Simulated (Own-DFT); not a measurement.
GaP (zincblende, strained, atoms displaced), GaAs (zincblende with one plane slipped along a stacking-fault path, atoms displaced) (calculated)

All values are calculated (Own-DFT development build). A calculation, not a measurement: plane-wave PBE density functional theory by an unreviewed code, no spin, of a simulated periodic cell, stress positive in tension, free energy of the whole cell less one offset for each atom, forces on such cells passed a denser k mesh, this cell's mesh not checked; offsets are fitted by least squares, one for each functional and potential file, so energies compare only between cells with the same atoms and settings and are not formation energies; the far tail of each file's local potential was reset to the Coulomb form; each entry is a single point on an unrelaxed cell, so the pressure reflects the starting lattice, mostly measured values (interpolated for alloys), from which strain is counted, and rises with the displacements; printed positions are rounded, which can move forces by about a meV/angstrom; the program, named Own-DFT, is a retired in-house code; no spin-orbit coupling; before rounding, a Quantum ESPRESSO 7.3.1 run of the same cell and cutoff gave forces within 1 meV/angstrom rms on each cell, which checks the program and not the settings.

Common to all runs: functional PBE; potential files PseudoDojo norm-conserving, scalar-relativistic, standard set; wave cutoff 42 hartree; occupations Fermi-Dirac; smearing width 0.1 eV.

(1) GaP (zincblende, strained, atoms displaced)

```
cell vectors (Å)
  10.8620     0.0000     0.0000
   0.0000    10.8620     0.0000
   0.0000     0.0000    10.9361
atoms (fractions of the cell vectors)
Ga  0.00620  0.00040  0.99717
Ga  0.00679  0.25780  0.25472
Ga  0.26010  0.00064  0.24970
Ga  0.25635  0.24337  0.99881
P   0.13385  0.12519  0.11038
P   0.13391  0.36573  0.35641
P   0.37811  0.11869  0.37235
P   0.36178  0.38289  0.12634
Ga  0.99240  0.99746  0.48824
Ga  0.00498  0.26484  0.76253
Ga  0.23289  0.99373  0.76566
Ga  0.25219  0.25715  0.49619
P   0.12910  0.12170  0.62600
P   0.13139  0.37941  0.86898
P   0.37894  0.13871  0.86870
P   0.37998  0.38991  0.63800
Ga  0.00185  0.50126  0.99800
Ga  0.00191  0.74846  0.25467
Ga  0.25864  0.50383  0.24462
Ga  0.24118  0.76885  0.99891
P   0.11608  0.62122  0.12802
P   0.11500  0.87587  0.37600
P   0.37682  0.62665  0.37176
P   0.37033  0.87374  0.12111
Ga  0.00218  0.49383  0.50195
Ga  0.99535  0.74821  0.75000
Ga  0.25391  0.50714  0.75179
Ga  0.25821  0.74980  0.50371
P   0.13022  0.61689  0.61136
P   0.12202  0.87249  0.86823
P   0.37900  0.62576  0.87383
P   0.37494  0.87431  0.62081
Ga  0.49860  0.00370  0.00174
Ga  0.50650  0.25282  0.24022
Ga  0.76096  0.00195  0.25989
Ga  0.76015  0.24682  0.01626
P   0.61971  0.11399  0.11411
P   0.63055  0.38068  0.36316
P   0.87950  0.12558  0.37860
P   0.89017  0.38348  0.11050
Ga  0.50162  0.00064  0.49639
Ga  0.49613  0.24826  0.74253
Ga  0.76091  0.98897  0.74187
Ga  0.73718  0.25712  0.50874
P   0.61458  0.12440  0.62491
P   0.62025  0.37340  0.87695
P   0.86588  0.11754  0.86677
P   0.86549  0.38297  0.63577
Ga  0.49148  0.48641  0.99709
Ga  0.50325  0.74669  0.25826
Ga  0.74285  0.49425  0.24957
Ga  0.75869  0.74566  0.99552
P   0.62779  0.63136  0.12366
P   0.62893  0.89006  0.39198
P   0.87392  0.63333  0.38484
P   0.86711  0.85722  0.12119
Ga  0.49815  0.50849  0.50062
Ga  0.51295  0.74860  0.73331
Ga  0.73851  0.49610  0.74172
Ga  0.76221  0.74676  0.48489
P   0.62649  0.62284  0.62782
P   0.62411  0.87009  0.87383
P   0.87191  0.63085  0.86885
P   0.86842  0.86945  0.63779
```

Here we set k mesh 3 x 3 x 3 centred on Gamma.

It finds free energy of cell above offsets -27.644 eV; pressure 4.89 GPa; stress xx -5.16 GPa; stress yy -5.2 GPa; stress zz -4.31 GPa; stress yz -1.31 GPa; stress xz 0.7 GPa; stress xy -0.31 GPa.

Force:
```tsv
element	x (eV/Å)	y (eV/Å)	z (eV/Å)
Ga	-1.432	-0.343	-0.046
Ga	-1.389	-1.856	-2.218
Ga	-1.474	-0.281	-0.306
Ga	-0.193	1.488	-0.578
P	-0.922	-0.479	1.985
P	0.71	2.241	2.434
P	0.398	1.63	0.114
P	1.768	-2.016	-0.845
Ga	0.605	-0.204	2.493
Ga	-1.239	-2.021	-1.418
Ga	2.759	2.118	-2.279
Ga	0.581	-0.678	0.929
P	-0.886	0.662	-0.338
P	0.595	0.536	1.593
P	-0.667	-2.299	0.56
P	-0.182	-1.212	-2.156
Ga	0.885	1.226	-2.024
Ga	-0.661	-0.153	-0.462
Ga	-1.513	1.111	0.726
Ga	0.475	-2.472	0.099
P	1.219	0.864	-0.218
P	1.974	-0.23	-0.392
P	-0.408	-0.077	0.434
P	1.173	0.162	0.845
Ga	-0.474	-0.391	-0.764
Ga	1.007	-0.657	-0.79
Ga	-0.525	0.634	0.162
Ga	-0.983	0.131	-0.885
P	-0.198	0.865	1.442
P	-1.767	-1.096	1.213
P	-0.228	1.129	0.291
P	0.157	0.7	1.079
Ga	-1.066	-1.258	-1.896
Ga	-0.76	-0.448	0.074
Ga	-0.929	-0.642	-1.411
Ga	-0.781	-0.306	-1.717
P	1.943	1.523	2.325
P	-1.735	-1.438	2.101
P	-0.777	1.972	-0.368
P	-1.787	-1.483	2.834
Ga	-1.435	0.66	1.214
Ga	0.761	1.003	0.326
Ga	-3.1	1.793	1.691
Ga	0.689	-0.279	-0.445
P	1.189	-0.427	0.062
P	0.904	-0.881	0.019
P	1.397	1.269	1.17
P	1.588	-1.449	-1.416
Ga	0.393	1.516	0.215
Ga	0.702	1.204	-0.756
Ga	2.119	2.12	-1.636
Ga	-1.865	-0.08	-0.522
P	-0.514	-1.088	-0.114
P	0.958	-2.141	-2.107
P	2.19	-3.466	-2.733
P	1.773	2.469	1.404
Ga	0.383	-0.599	-0.091
Ga	-1.645	0.829	1.71
Ga	-0.138	0.687	2.165
Ga	-2.815	2.239	3.376
P	0.867	0.205	-2.437
P	0.154	0.518	-0.092
P	0.274	-1.896	-0.039
P	1.896	-1.158	-3.588
```

(2) GaP (zincblende, strained, atoms displaced)

```
cell vectors (Å)
  10.8620     0.0000     0.0000
   0.0000    10.8620     0.0000
   0.0000     0.0000    10.9361
atoms (fractions of the cell vectors)
Ga  0.98283  0.99541  0.00211
Ga  0.00443  0.24271  0.24620
Ga  0.25153  0.00360  0.24239
Ga  0.24049  0.24121  0.99898
P   0.12991  0.13242  0.13851
P   0.12674  0.39099  0.36666
P   0.36347  0.12787  0.37993
P   0.35932  0.39066  0.12174
Ga  0.01210  0.00342  0.49658
Ga  0.98304  0.25008  0.74341
Ga  0.24379  0.01581  0.74846
Ga  0.24551  0.24570  0.50273
P   0.12236  0.11862  0.62067
P   0.14023  0.37512  0.87573
P   0.36747  0.11711  0.86994
P   0.36780  0.36620  0.61879
Ga  0.98790  0.51151  0.99790
Ga  0.99202  0.75746  0.25177
Ga  0.26549  0.49699  0.24958
Ga  0.24930  0.74501  0.99063
P   0.12402  0.62327  0.11853
P   0.11971  0.88599  0.37036
P   0.39668  0.62836  0.37251
P   0.39042  0.87312  0.12546
Ga  0.00583  0.50304  0.50123
Ga  0.00235  0.75035  0.74525
Ga  0.25490  0.50728  0.74835
Ga  0.26311  0.76083  0.50644
P   0.13540  0.62711  0.62900
P   0.12495  0.88255  0.86557
P   0.37501  0.61890  0.88350
P   0.37110  0.87188  0.62170
Ga  0.48741  0.00783  0.99888
Ga  0.49897  0.24517  0.24833
Ga  0.74631  0.98648  0.23193
Ga  0.75199  0.24669  0.98072
P   0.62911  0.11300  0.11697
P   0.62653  0.38242  0.37108
P   0.86850  0.12287  0.36904
P   0.87500  0.35531  0.12835
Ga  0.50273  0.99752  0.50545
Ga  0.49391  0.25180  0.74300
Ga  0.74153  0.01433  0.74476
Ga  0.73431  0.23375  0.50304
P   0.61972  0.11841  0.61162
P   0.64368  0.36784  0.86950
P   0.88266  0.12904  0.88936
P   0.86627  0.37976  0.62387
Ga  0.49866  0.50281  0.99952
Ga  0.49659  0.75028  0.25500
Ga  0.74756  0.49229  0.25000
Ga  0.75551  0.75979  0.00710
P   0.61720  0.62444  0.13059
P   0.62016  0.89485  0.38559
P   0.87171  0.62631  0.37537
P   0.87640  0.88324  0.12245
Ga  0.49980  0.51565  0.50555
Ga  0.50595  0.74438  0.74868
Ga  0.74836  0.50470  0.74021
Ga  0.75696  0.73795  0.49617
P   0.63110  0.62263  0.62541
P   0.61584  0.86296  0.86636
P   0.87780  0.62743  0.87289
P   0.87876  0.88164  0.62441
```

Here we set k mesh 3 x 3 x 3 centred on Gamma.

The calculation gives: free energy of cell above offsets -26.667 eV; pressure 5.07 GPa; stress xx -4.99 GPa; stress yy -5.09 GPa; stress zz -5.13 GPa; stress yz 0.25 GPa; stress xz 0 GPa; stress xy 0.64 GPa.

Force:
```tsv
element	x (eV/Å)	y (eV/Å)	z (eV/Å)
Ga	3.47	0.758	-0.638
Ga	-0.843	1.254	1.94
Ga	0.79	-1.039	0.635
Ga	0.781	0.749	0.074
P	-0.336	-1.679	-2.28
P	-0.182	-1.588	0.763
P	1.506	-0.718	-0.526
P	2.745	-3.551	-2.053
Ga	-2.288	-0.244	-0.371
Ga	1.857	0.371	0.626
Ga	0.005	-2.033	-0.604
Ga	-1.102	0.833	-0.842
P	-0.528	2.028	0.583
P	-2.37	0.355	-0.795
P	0.934	1.905	0.634
P	0.813	1.93	0.36
Ga	1.189	-2.302	0.734
Ga	1.066	-0.73	-0.199
Ga	-1.797	2.582	1.713
Ga	-0.376	1.274	0.912
P	-0.066	0.732	1.167
P	1.425	-1.532	-0.365
P	-3.315	-0.274	0.92
P	-2.317	-0.011	-0.349
Ga	-0.158	0.12	0.094
Ga	-0.074	0.413	0.098
Ga	0.298	-1.353	0.41
Ga	-2.083	-1.907	-2.668
P	-0.655	0.469	-0.976
P	-0.288	-0.373	1.142
P	0.641	0.715	-1.945
P	1.836	1.939	2.488
Ga	1.302	-1.204	-0.483
Ga	-0.191	0.655	-0.155
Ga	-0.745	1.362	2.505
Ga	-0.125	-0.253	3.222
P	-0.794	1.762	-0.54
P	-1.202	-1.411	1.412
P	0.45	-0.324	0.227
P	-0.561	1.943	-1.129
Ga	-2.912	0.267	-0.401
Ga	0.722	-0.33	0.558
Ga	0.91	-1.564	1.056
Ga	1.949	2.551	-2.166
P	-0.954	0.765	2.965
P	-3.004	1.676	-0.981
P	-0.442	-0.701	-2.889
P	0.392	-0.865	-1.201
Ga	0.91	-1.105	0.314
Ga	2.009	1.664	-0.33
Ga	0.894	0.412	-0.907
Ga	-1.255	-1.312	-1.082
P	1.47	0.316	-0.452
P	1.813	-3.123	-2.155
P	0.936	-1.002	-1.093
P	-0.039	-2.214	0.789
Ga	0.4	-2.412	-0.059
Ga	-1.59	-0.709	-0.518
Ga	0.807	-0.341	1.632
Ga	-0.916	2.519	0.877
P	-0.727	0.966	-0.303
P	1.486	2.474	1.5
P	-1.199	0.793	-0.616
P	-0.374	-0.355	-0.274
```

(3) GaP (zincblende, strained, atoms displaced)

```
cell vectors (Å)
  10.8620     0.0000     0.0000
   0.0000    10.8620     0.0000
   0.0000     0.0000    10.9361
atoms (fractions of the cell vectors)
Ga  0.99398  0.99256  0.00425
Ga  0.00229  0.24222  0.25067
Ga  0.25716  0.00722  0.24750
Ga  0.26386  0.26075  0.00245
P   0.12343  0.13113  0.12348
P   0.12899  0.37422  0.36751
P   0.37434  0.13425  0.36655
P   0.36557  0.36432  0.12663
Ga  0.00227  0.00912  0.50227
Ga  0.00691  0.24521  0.74408
Ga  0.24595  0.00367  0.75854
Ga  0.25656  0.25949  0.49821
P   0.11724  0.11792  0.62649
P   0.12886  0.37486  0.87694
P   0.38313  0.12548  0.88085
P   0.37879  0.36562  0.62221
Ga  0.00162  0.49658  0.99348
Ga  0.99507  0.76124  0.24539
Ga  0.23981  0.49506  0.25822
Ga  0.26073  0.73080  0.00340
P   0.11659  0.62397  0.11658
P   0.12546  0.87159  0.36442
P   0.36563  0.62493  0.36999
P   0.36452  0.86765  0.11694
Ga  0.00703  0.49681  0.51279
Ga  0.99635  0.74635  0.74988
Ga  0.25009  0.50113  0.75339
Ga  0.25711  0.74766  0.49551
P   0.13088  0.62349  0.62399
P   0.12687  0.87935  0.89340
P   0.37759  0.63327  0.87815
P   0.37778  0.87094  0.62365
Ga  0.51306  0.01013  0.98506
Ga  0.50023  0.25446  0.25013
Ga  0.75853  0.99336  0.25494
Ga  0.74650  0.24446  0.99984
P   0.62297  0.12454  0.13184
P   0.63290  0.36809  0.36739
P   0.87980  0.12346  0.38864
P   0.87746  0.37469  0.13372
Ga  0.50702  0.99916  0.51250
Ga  0.50296  0.25307  0.74071
Ga  0.75329  0.99890  0.75147
Ga  0.76694  0.25505  0.49055
P   0.63251  0.13438  0.62012
P   0.62726  0.37744  0.86658
P   0.87409  0.12644  0.87260
P   0.87558  0.37518  0.62865
Ga  0.49191  0.50095  0.00369
Ga  0.50633  0.75494  0.23843
Ga  0.74275  0.50100  0.24852
Ga  0.76068  0.75770  0.00538
P   0.62114  0.62330  0.11709
P   0.62577  0.87618  0.37451
P   0.87156  0.63370  0.37893
P   0.88048  0.86058  0.11798
Ga  0.50226  0.49479  0.51130
Ga  0.49779  0.74391  0.73416
Ga  0.74519  0.50235  0.75039
Ga  0.74640  0.75567  0.50780
P   0.62484  0.63602  0.62483
P   0.61556  0.87341  0.88188
P   0.86317  0.61070  0.88107
P   0.88217  0.86790  0.62083
```

Here we set k mesh 3 x 3 x 3 centred on Gamma.

It finds free energy of cell above offsets -29.805 eV; pressure 4.38 GPa; stress xx -4.67 GPa; stress yy -4.49 GPa; stress zz -3.97 GPa; stress yz -1.05 GPa; stress xz -0.63 GPa; stress xy -0.18 GPa.

Force:
```tsv
element	x (eV/Å)	y (eV/Å)	z (eV/Å)
Ga	0.347	1.706	-0.236
Ga	-0.36	0.485	0.33
Ga	-0.82	-0.719	-0.526
Ga	-2.336	-2.376	-1.903
P	0.448	-0.835	-0.633
P	-1.797	-0.999	2.15
P	0.535	-0.98	1.628
P	2.12	3.056	1.921
Ga	0.264	-2.566	-0.556
Ga	-0.7	0.687	1.123
Ga	0.319	-0.566	0.098
Ga	-1.164	-1.314	-0.68
P	2.42	1.033	-0.055
P	0.08	-0.591	-0.629
P	-0.949	1.125	-1.523
P	-0.584	1.564	0.994
Ga	-0.546	-0.436	0.809
Ga	0.984	-2.213	1.117
Ga	0.846	1.475	-2.033
Ga	-2.156	1.5	0.585
P	0.449	-0.305	1.117
P	0.496	1.266	1.238
P	2.012	-0.602	-0.085
P	1.708	1.535	0.561
Ga	-0.499	0.204	-1.58
Ga	0.595	-0.261	1.117
Ga	0.526	-0.049	-0.084
Ga	-1.021	0.458	-0.01
P	0.129	0.638	0.534
P	0.384	-1.471	-1.58
P	0.869	-1.769	-1.945
P	-1.083	1.055	0.155
Ga	-0.897	-0.477	2.388
Ga	0.099	-0.281	-0.279
Ga	-0.139	0.377	-0.383
Ga	0.343	0.748	0.301
P	0.608	-0.436	-0.322
P	-0.697	0.841	1.21
P	0.139	-0.393	-2.402
P	-0.295	-0.208	-0.913
Ga	-0.325	0.653	-1.315
Ga	0.393	-0.795	1.183
Ga	-0.386	-0.409	-0.274
Ga	-1.443	0.49	0.981
P	0.451	-0.589	0.158
P	-1.038	-0.441	1.182
P	0.446	-0.291	0.446
P	0.132	0.188	0.098
Ga	0.193	-0.818	-0.564
Ga	-0.99	-0.137	0.523
Ga	0.879	0.722	-0.03
Ga	-2.588	-1.976	-1.908
P	0.79	0.304	0.453
P	-0.25	-0.087	0.264
P	0.258	-0.874	-0.12
P	-0.437	3.001	1.371
Ga	0.131	0.54	-1.692
Ga	-0.427	1.01	2.325
Ga	-0.007	0	-0.778
Ga	0.489	0.078	-1.334
P	0.608	-2.182	-0.364
P	1.847	-1.145	-1.786
P	1.048	1.628	-0.424
P	-0.446	1.22	0.586
```

(4) GaP (zincblende, strained, atoms displaced)

```
cell vectors (Å)
  10.8620     0.0000     0.0000
   0.0000    10.8620     0.0000
   0.0000     0.0000    10.9361
atoms (fractions of the cell vectors)
Ga  0.00633  0.01053  0.99811
Ga  0.99691  0.26289  0.26276
Ga  0.24854  0.01058  0.25946
Ga  0.26693  0.25386  0.99031
P   0.13566  0.13957  0.10645
P   0.12802  0.37171  0.37586
P   0.37345  0.11759  0.37550
P   0.36857  0.38416  0.14337
Ga  0.00777  0.00583  0.50438
Ga  0.00650  0.24193  0.75198
Ga  0.24740  0.00157  0.75246
Ga  0.23911  0.25527  0.50474
P   0.14080  0.11557  0.62029
P   0.12918  0.38073  0.88047
P   0.35547  0.12418  0.87296
P   0.39309  0.37596  0.62869
Ga  0.00501  0.50310  0.00159
Ga  0.99539  0.75893  0.24696
Ga  0.25302  0.49737  0.23328
Ga  0.23851  0.75383  0.00078
P   0.12593  0.63719  0.12538
P   0.12129  0.87606  0.37440
P   0.38218  0.61112  0.38397
P   0.37645  0.85597  0.13620
Ga  0.99497  0.49474  0.50699
Ga  0.00478  0.74983  0.75664
Ga  0.24604  0.48312  0.74823
Ga  0.24476  0.74729  0.50797
P   0.13288  0.63377  0.63134
P   0.12117  0.87259  0.86563
P   0.38382  0.61479  0.87144
P   0.37929  0.87784  0.63052
Ga  0.50116  0.99048  0.99140
Ga  0.50946  0.24634  0.25416
Ga  0.74622  0.00494  0.26182
Ga  0.76018  0.24809  0.00006
P   0.62202  0.12702  0.12077
P   0.62465  0.37122  0.37888
P   0.87379  0.11983  0.39048
P   0.87575  0.38625  0.13236
Ga  0.49758  0.98156  0.50416
Ga  0.51086  0.24896  0.74669
Ga  0.73659  0.99670  0.74790
Ga  0.74372  0.24476  0.49788
P   0.62883  0.11936  0.62494
P   0.62368  0.37448  0.88362
P   0.88886  0.13129  0.86951
P   0.87001  0.36678  0.62563
Ga  0.50724  0.50263  0.00245
Ga  0.50545  0.74929  0.25584
Ga  0.74181  0.48126  0.24069
Ga  0.74912  0.75350  0.00487
P   0.62039  0.61816  0.13074
P   0.62994  0.88129  0.37352
P   0.89042  0.62632  0.36768
P   0.89298  0.88386  0.13317
Ga  0.49066  0.49101  0.50422
Ga  0.48369  0.75584  0.74888
Ga  0.76130  0.49721  0.73589
Ga  0.75238  0.74682  0.50366
P   0.62343  0.62402  0.62369
P   0.61744  0.87372  0.88418
P   0.86902  0.63252  0.87844
P   0.87974  0.86754  0.63431
```

Here we set k mesh 3 x 3 x 3 centred on Gamma.

The calculation gives: free energy of cell above offsets -28.014 eV; pressure 4.74 GPa; stress xx -4.76 GPa; stress yy -4.98 GPa; stress zz -4.5 GPa; stress yz 0.59 GPa; stress xz 0.64 GPa; stress xy 0.69 GPa.

Force:
```tsv
element	x (eV/Å)	y (eV/Å)	z (eV/Å)
Ga	0.352	-0.508	-0.072
Ga	-0.349	-1.607	-1.099
Ga	-0.641	-1.178	-1.925
Ga	-0.905	2.037	1.812
P	-0.773	-0.533	2.324
P	0.038	1.701	0.308
P	1.133	1.329	1.391
P	3.898	-3.591	-3.765
Ga	-0.691	-1.49	0.233
Ga	1.194	1.21	-1.097
Ga	0.102	-1.227	-0.204
Ga	2.339	-0.213	-0.307
P	-1.469	1.229	0.68
P	-0.678	-1.211	-0.232
P	3.683	-0.668	-0.726
P	-2.834	-1.777	0.713
Ga	-0.611	0.932	0.171
Ga	1.451	-1.079	0.969
Ga	-2.846	3.202	3.365
Ga	1.826	-0.143	-0.901
P	-0.646	-1.285	0.436
P	0.602	0.126	0.417
P	-1.548	1.725	-1.253
P	-0.838	2.133	-1.081
Ga	0.845	0.775	-0.459
Ga	-1.005	-1.007	-0.465
Ga	1.262	1.755	-0.407
Ga	1.277	0.695	-1.508
P	-1.249	-2.228	0.56
P	0.769	1.205	1.548
P	-1.653	0.526	0.312
P	-2.031	-0.044	-0.371
Ga	-2.149	1.435	2.103
Ga	-1.302	-0.096	0.024
Ga	0.929	0.546	-1.571
Ga	-0.117	0.375	0.121
P	0.663	-0.568	-0.17
P	-0.118	0.178	0.211
P	0.405	0.85	-1.276
P	1.331	-1.928	-1.57
Ga	0.528	1.858	-0.915
Ga	-0.438	-0.593	1.103
Ga	1.784	-0.621	0.962
Ga	0.331	0.162	0.374
P	-1.163	0.14	-0.638
P	1.123	-0.328	-0.918
P	-2.311	-1.518	0.754
P	1.223	-0.805	-0.413
Ga	-1.139	-0.422	0.196
Ga	0.007	-0.928	0.768
Ga	-0.359	2.253	1.736
Ga	0.185	0.095	0.983
P	1.103	1.01	0.074
P	-0.379	-1.643	0.911
P	-1.993	-0.888	0.714
P	-2.689	1.206	-1.547
Ga	2.336	1.108	-0.606
Ga	1.91	-1.603	0.988
Ga	-1.506	1.07	1.832
Ga	0.562	-0.111	-0.675
P	-0.281	0.055	0.1
P	1.299	-1.061	-1.922
P	0.711	-1.113	-0.424
P	-0.49	1.095	-0.676
```

(5) GaAs (zincblende with one plane slipped along a stacking-fault path, atoms displaced)

```
cell vectors (Å)
   5.6533    -5.6533     0.0000
   0.0000     5.6533    -5.6533
  11.9190    11.9190    10.0817
atoms (fractions of the cell vectors)
Ga  0.99843  0.00715  0.99148
As  0.97490  0.97474  0.12632
Ga  0.14531  0.30344  0.17029
As  0.13359  0.27895  0.29068
Ga  0.28445  0.08627  0.33414
As  0.28552  0.06389  0.45767
Ga  0.05263  0.10634  0.49993
As  0.04788  0.09121  0.62464
Ga  0.19737  0.41056  0.67125
As  0.19751  0.38001  0.79431
Ga  0.35961  0.20108  0.83433
As  0.34724  0.18054  0.95422
Ga  0.01208  0.51210  0.99910
As  0.99184  0.46709  0.12103
Ga  0.14787  0.80816  0.16181
As  0.13855  0.77377  0.28971
Ga  0.29387  0.60735  0.33405
As  0.27792  0.56448  0.45864
Ga  0.05857  0.61401  0.50421
As  0.04761  0.57851  0.62753
Ga  0.19646  0.90225  0.66880
As  0.19218  0.87638  0.79133
Ga  0.34410  0.69578  0.84289
As  0.33804  0.67443  0.95896
Ga  0.48737  0.99411  0.99631
As  0.47288  0.97761  0.12686
Ga  0.66422  0.31051  0.16444
As  0.63974  0.26973  0.29172
Ga  0.80542  0.09253  0.33844
As  0.78797  0.06908  0.45444
Ga  0.53668  0.09925  0.49197
As  0.53827  0.07815  0.63088
Ga  0.67785  0.38328  0.66273
As  0.69537  0.38718  0.78920
Ga  0.84435  0.19441  0.83149
As  0.84848  0.17382  0.96050
Ga  0.49270  0.50215  0.00034
As  0.48569  0.47871  0.12348
Ga  0.64693  0.78937  0.16621
As  0.63004  0.76084  0.29028
Ga  0.79907  0.59528  0.33442
As  0.77936  0.57215  0.45946
Ga  0.54519  0.59759  0.49977
As  0.57056  0.58775  0.62676
Ga  0.71163  0.91531  0.66801
As  0.69565  0.88202  0.79440
Ga  0.85026  0.71003  0.83446
As  0.83186  0.68360  0.95283
```

Settings of this run: k mesh 4 x 4 x 2 centred on Gamma.

The calculation gives: free energy of cell above offsets -11.328 eV; pressure 6.05 GPa; stress xx -7.5 GPa; stress yy -7.04 GPa; stress zz -3.6 GPa; stress yz 0.25 GPa; stress xz -1.11 GPa; stress xy 1.48 GPa.

Force:
```tsv
element	x (eV/Å)	y (eV/Å)	z (eV/Å)
Ga	1.649	-0.568	1.293
As	0.001	-0.792	-0.927
Ga	-0.087	-1.105	0.138
As	0.765	0.239	0.53
Ga	0.284	-0.322	-1.064
As	-5.832	0.645	-0.115
Ga	2.041	1.555	0.01
As	0.138	0.084	0.125
Ga	1.136	-1.267	-0.2
As	-0.238	0.323	0.374
Ga	-0.537	-0.544	-0.647
As	-0.006	1	0.367
Ga	-1.292	0.271	0.276
As	0.324	1.011	-0.804
Ga	-0.488	0.387	0.985
As	-0.872	0.281	-0.115
Ga	0.369	-0.672	0.417
As	-1.925	-1.93	-0.001
Ga	0.723	2.219	-0.036
As	-0.935	0.984	-0.136
Ga	-0.079	-0.18	-0.162
As	0.296	0.494	0.43
Ga	-1.017	-1.442	-1.512
As	0.586	0.623	0.334
Ga	1.602	0.208	0.049
As	0.689	-1.468	-0.635
Ga	-0.463	0.498	0.556
As	-0.2	0.101	0.262
Ga	-1.675	-0.948	-0.945
As	-1.357	0.274	0.887
Ga	6.812	-0.601	0.693
As	-1.869	-1.667	0.288
Ga	2.463	0.044	-0.456
As	-0.023	-0.148	0.245
Ga	1.042	0.663	-0.674
As	-1.716	1.503	-1.388
Ga	0.459	-0.729	0.176
As	-0.108	-0.304	0.768
Ga	-0.375	1.048	-0.509
As	0.451	0.473	-0.255
Ga	-0.066	-0.192	0.107
As	-0.369	-3.194	-0.214
Ga	1.868	2.584	0.47
As	-1.894	1.659	-0.791
Ga	0.216	-0.181	0.41
As	-1.333	0.071	0.354
Ga	-0.188	-1.243	-0.355
As	1.031	0.257	1.396
```
